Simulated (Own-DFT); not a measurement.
# Stretching a layer in its plane: wurtzite AlGaN with randomly placed atoms, 72 atoms (Al27Ga9N36)

No measurement is shown. These are fixed-geometry runs of a retired plane-wave code named Own-DFT, which no person has reviewed; spin and spin-orbit coupling are neglected.

All runs used: PBE; PseudoDojo norm-conserving scalar-relativistic files; cutoff 42 hartree; 4 x 4 x 3 k mesh centred on Gamma; Fermi-Dirac smearing of 0.1 eV.

Limits: forces on such cells passed a denser k mesh, each cell not checked; stress not checked against mesh or cutoff.

Unstrained cell vectors in Å: (9.394, 0.000, 0.000); (-4.697, 8.135, 0.000); (0.000, 0.000, 10.066). The unstrained cell has measured lattice constants (interpolated for alloys), not those of this functional. That, the random moves and any unrelaxed bonds set the pressure at no strain. Each run strains x and y alike by e, as a substrate would, and holds the height along z. Each atom got a random Gaussian move of width 0.05 Å along each axis. The random placing of the alloy's atoms differs from row to row. Stress is positive in tension.

```
e (%),u (Å),(s_xx + s_yy)/2 (GPa),s_zz (GPa)
-2.75,0.050,-24.66,-10.81
-2.50,0.051,-21.97,-11.72
-1.75,0.050,-17.31,-9.18
-1.50,0.052,-15.12,-11.41
0.50,0.052,-4.77,-4.15
1.00,0.053,-1.08,-5.10
2.00,0.048,?,?
2.25,0.052,5.42,-6.69
2.50,0.048,6.37,-3.88
2.75,0.048,7.49,-2.45
```

## Analysis

With e as a fraction, the in-plane stress is -6.8 + 573 e - 1950 e² GPa (errors 9 and 692, scatter 0.55), and s_zz is -7.3 + 146 e GPa (slope ± 27, scatter 1.66). At e = 0 the first slope is C11 + C12 and the second 2 C13, both with the ions held to the strained lattice and at the cell's own pressure. A free layer would change its height as e changes, and the in-plane slope would drop by 2 C13²/C33 to the biaxial modulus. At fixed height, a misfit of 1 % moves the in-plane stress by about 5.7 GPa and s_zz by 1.5 GPa.

## Prediction

Q: what are the two stresses at e = 2.00 %?

The fit gives 3.9 and -4.4 GPa. DFT gave 4.54 and -4.63 GPa.
